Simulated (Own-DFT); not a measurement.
# Shaking the atoms of beta-Si3N4, 42 atoms (N24Si18)

Calculated results; nothing here was measured. The program, named Own-DFT, is a retired in-house plane-wave density functional code that no person has reviewed. Each row is one single-point run on a periodic cell that was not relaxed, without spin or spin-orbit coupling.

Settings of every run: PBE; PseudoDojo norm-conserving scalar-relativistic files; cutoff 42 hartree; 3 x 3 x 3 k mesh centred on Gamma; Fermi-Dirac smearing of 0.1 eV.

Known limits, some of them of some rows only: some atoms lie very close together; forces on such cells passed a denser k mesh, each cell not checked; stress not checked against mesh or cutoff.

Cell vectors in Å: (7.606, 0.000, 0.000); (-3.803, 6.587, 0.000); (0.000, 0.000, 8.727). In each run every atom was moved at random and independently from its ideal site; u is the rms move along one axis. E is the free energy for each atom above the fitted value at u = 0, and F the rms of the force components.

| run | u (Å) | E (meV/atom) | F (eV/Å) | largest force (eV/Å) | P (GPa) |
|---|---|---|---|---|---|
| 1 | 0.0196 | 18.9 | 0.874 | 2.81 | 5.42 |
| 2 | 0.0197 | 18.0 | 0.845 | 2.32 | 5.52 |
| 3 | 0.0219 | ? | ? | ? | ? |
| 4 | 0.0456 | 113.7 | 2.122 | 8.36 | 8.35 |
| 5 | 0.0521 | 126.3 | 2.070 | 7.31 | 8.65 |
| 6 | 0.0999 | 470.5 | 4.528 | 15.61 | 19.13 |
| 7 | 0.1105 | 606.8 | 5.071 | 24.51 | 20.29 |
| 8 | 0.1330 | 719.7 | 6.754 | 40.02 | 22.42 |

## Worked fit

For small independent moves the energy grows as E = (3/2) K u², with K the mean stiffness felt by one atom. The runs with u up to 0.11 Å give K = 32.6 ± 1.6 eV/Å², with residuals divided by u² + 0.0006 Å², since the noise grows with the moves. The scatter is 9.3 meV/atom at u = 0.05 Å. The forces follow F = G u with G = 43.9 eV/Å²; no force at u = 0 is resolved. G exceeds K because the moves of its neighbours add to the force on an atom, and stiffness differs between atoms. The pressure follows P = 5.00 + 1418 u² GPa: at fixed volume, shortened bonds push harder than stretched ones pull.

## Withheld run

Question: what energy and rms force should run 3 give?

The fit gives 23 ± 3 meV/atom and about 0.96 eV/Å. The calculation gave 19.6 meV/atom and 0.884 eV/Å.
